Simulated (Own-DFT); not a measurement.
# Reading a pressure off an energy slope: monoclinic HfO2, 94 atoms (Hf32O62), with two O vacancies

Calculated, not measured. Each geometry was run twice at fixed positions with Own-DFT, a retired in-house plane-wave program that no person has reviewed: with PBE, and with HSE06 (exact exchange share 0.25 at short range, screening 0.11 per bohr, Gygi-Baldereschi treatment of its divergence). Both used PseudoDojo norm-conserving files made for PBE, a cutoff of 48 hartree, the Gamma point alone, fixed occupations, a neutral cell and no spin. One k point on a cell 10.1 Å thick isn't converged, and results move with the size of the cell. The hafnium file keeps the 4f electrons in the core, and its forces lie about 75 meV/Å off all-electron values. The oxygen file's force components were 24 meV/Å off all-electron values in a glass.

Unstrained cell vectors in Å: (10.234, 0.000, 0.000); (0.000, 10.350, 0.000); (-1.695, 0.000, 10.445), volume V0 = 1106.4 Å³, from measured lattice constants. Each geometry has its own random strain of a few per cent, its own defect sites and random moves of rms u per axis. HSE06 gave the energy alone. D is its energy less that of PBE, over the lowest D shown. The PBE stress wasn't checked against mesh or cutoff.

| run | V - V0 (Å³) | u (Å) | P with PBE (GPa) | D (eV) |
|---|---|---|---|---|
| 1 | -14.1 | 0.0528 | 7.53 | 0.744 |
| 2 | -5.7 | 0.0532 | 7.22 | 0.691 |
| 3 | -5.6 | 0.0536 | 7.73 | 0.626 |
| 4 | -13.2 | 0.0292 | 7.42 | 0.281 |
| 5 | -6.2 | 0.0510 | 6.87 | 0.881 |
| 6 | 0.4 | 0.0543 | 4.93 | 0.905 |
| 7 | -24.4 | 0.0474 | 13.37 | 0.012 |
| 8 | 16.7 | 0.0487 | 1.55 | 1.189 |
| 9 | -21.5 | 0.0300 | 8.75 | 0.000 |
| 10 | 26.9 | 0.0309 | -1.39 | 1.188 |
| 11 | 7.2 | 0.0289 | 2.41 | 0.792 |
| 12 | -17.1 | 0.0296 | 7.49 | 0.212 |
| 13 | 26.3 | 0.0511 | -0.28 | 1.416 |
| 14 | -8.8 | 0.0311 | 5.92 | ? |

## What the rows give

D = 0.43 + 0.0237 (V - V0) + 157 u² eV, with an error of 0.0021 on the volume slope, 38 on the last term and a scatter of 0.12 eV. Pressure is -dE/dV, and 1 eV/Å³ is 160.2 GPa, so HSE06 changes the pressure by -3.8 ± 0.3 GPa. With the ions held to the strained lattice, the PBE pressure falls by 257 ± 19 GPa per unit of volume strain; the shape of the strain isn't fitted, so the true error is larger, and a relaxed crystal would be softer. On that slope HSE06's volume at a given pressure is about 1.5 % smaller, or 0.5 % in lengths. At u = 0 and V0 the PBE pressure is 3.6 GPa, which puts the zero-pressure volume, against the measured cell and with the defects in, at +1.4 % for PBE and -0.1 % for HSE06, each good to a few tenths of a per cent.

## Check

The question: what D should run 14 give?

The fit gives 0.38 eV, with rows scattering by 0.12. Computed: 0.352 eV.
